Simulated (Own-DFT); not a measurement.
# Stretching a layer in its plane: grey tin, 64 atoms (Sn64)

Source: density functional calculations with Own-DFT, an unreviewed in-house program that is no longer used. Nothing was measured or relaxed, and spin and spin-orbit coupling are left out.

Method: PBE; PseudoDojo norm-conserving scalar-relativistic files; cutoff 42 hartree; 3 x 3 x 3 k mesh centred on Gamma; cold (Marzari-Vanderbilt) smearing of 0.2 eV.

Keep in mind: forces on such cells moved up to 12 meV/angstrom on a denser k mesh; stress not checked against mesh or cutoff.

Unstrained cell vectors in Å: (12.978, 0.000, 0.000); (0.000, 12.978, 0.000); (0.000, 0.000, 12.978). The unstrained cell has measured lattice constants (interpolated for alloys), not those of this functional. That, the random moves and any unrelaxed bonds set the pressure at no strain. Each run strains x and y alike by e, as a substrate would, and holds the height along z. All atoms carry random offsets, Gaussian with a width of 0.05 Å per axis. Stress is positive in tension.

```
e (%),u (Å),(s_xx + s_yy)/2 (GPa),s_zz (GPa)
-3.00,0.045,-7.55,-6.61
-3.00,0.045,-7.64,-6.65
-2.25,0.057,-6.56,-5.93
-2.25,0.049,-6.47,-5.82
-1.75,0.051,-5.84,-5.15
-1.75,0.050,-5.81,-5.28
-1.25,0.051,-5.16,-4.75
-1.25,0.051,-5.14,-4.78
-0.25,0.049,?,?
0.50,0.053,-3.13,-3.20
0.50,0.050,-3.12,-3.30
1.00,0.053,-2.61,-2.90
1.00,0.051,-2.59,-2.88
```

## Analysis

With e as a fraction, the in-plane stress is -3.7 + 112 e - 634 e² GPa (errors 1 and 62, scatter 0.03), and s_zz is -3.6 + 82 e - 613 e² GPa (slope ± 3, scatter 0.07). At e = 0 the first slope is C11 + C12 and the second 2 C12, both with the ions held to the strained lattice and at the cell's own pressure. The term in e² is negative: the layer stiffens under compression and softens under tension. A free layer would change its height as e changes, and the in-plane slope would drop by 2 C12²/C11 to the biaxial modulus. At fixed height, a misfit of 1 % moves the in-plane stress by about 1.1 GPa and s_zz by 0.8 GPa.

## Test on the hidden row

Question: what are the two stresses at e = -0.25 %?

Estimate: -3.9 and -3.9 GPa. Computed: -3.94 and -3.83 GPa.
